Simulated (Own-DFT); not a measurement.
# One host, several defects: 2H SiC

No measurement is shown. These are fixed-geometry runs of a retired plane-wave code named Own-DFT, which no person has reviewed; spin and spin-orbit coupling are neglected.

Settings: PBE; PseudoDojo norm-conserving scalar-relativistic files; cutoff 42 hartree; 4 x 4 x 3 k mesh centred on Gamma; Fermi-Dirac smearing of 0.1 eV.

Known weak points (not all hold for every row): a neutral cation vacancy leaves holes that likely carry spin, which these runs leave out; not probed for a lower state with spin; forces on such cells moved up to 12 meV/angstrom on a denser k mesh; forces on such cells passed a denser k mesh, each cell not checked; stress not checked against mesh or cutoff.

All runs share one cell, with vectors in Å (9.248, 0.000, 0.000); (-4.624, 8.009, 0.000); (0.000, 0.000, 10.068) and a volume of 745.7 Å³. The atoms are randomly displaced, by u rms on each axis. The defect's site can differ from row to row.

| cell | formula | u (Å) | P (GPa) |
|---|---|---|---|
| no defect | C36Si36 | 0.0293 | 3.81 |
| no defect | C36Si36 | 0.0338 | 3.99 |
| no defect | C36Si36 | 0.0547 | 5.46 |
| one Al on a Si site and one N on a C site | AlC35NSi35 | 0.0293 | 4.04 |
| one Al on a Si site and one N on a C site | AlC35NSi35 | 0.0315 | 4.16 |
| one Al on a Si site and one N on a C site | AlC35NSi35 | 0.0510 | ? |
| one Al on a Si site and one N on a C site | AlC35NSi35 | 0.0518 | 5.16 |
| one C vacancy | C35Si36 | 0.0300 | 3.71 |
| one C vacancy | C35Si36 | 0.0304 | 3.63 |
| one C vacancy | C35Si36 | 0.0313 | 3.91 |
| one Si vacancy | C36Si35 | 0.0458 | 4.18 |
| one Si vacancy | C36Si35 | 0.0504 | 4.48 |
| one Si vacancy | C36Si35 | 0.0507 | 4.19 |
| two Al on a Si site each | Al2C36Si34 | 0.0283 | 5.80 |
| two Al on a Si site each | Al2C36Si34 | 0.0312 | 6.07 |
| two Al on a Si site each | Al2C36Si34 | 0.0539 | 7.38 |

## Fit

P = P0 + c u² + a shift for each defect gives P0 = 3.25 GPa, c = 705 ± 47 GPa/Å² and a scatter of 0.13 GPa. The shifts, and each times the cell's volume:

- two Al on a Si site each: 2.07 ± 0.11 GPa, 9.7 eV (4.8 eV for each of its 2 sites)
- one Al on a Si site and one N on a C site: 0.14 ± 0.11 GPa, 0.7 eV (not resolved)
- one C vacancy: -0.16 ± 0.11 GPa, -0.7 eV (not resolved)
- one Si vacancy: -0.65 ± 0.11 GPa, -3.0 eV

A positive shift means that the defect pushes the cell outwards. Shift times volume (160.2 GPa Å³ is 1 eV) depends little on the cell's size, so, taken for each site, it can be compared between cells at like pressure. The atoms around the defects weren't relaxed, which would change these numbers.

## The run left out

Q: what pressure belongs in the blank (one Al on a Si site and one N on a C site, u = 0.0510 Å)?

Estimate: 5.22 ± 0.16 GPa. The calculation gave 5.54 GPa.
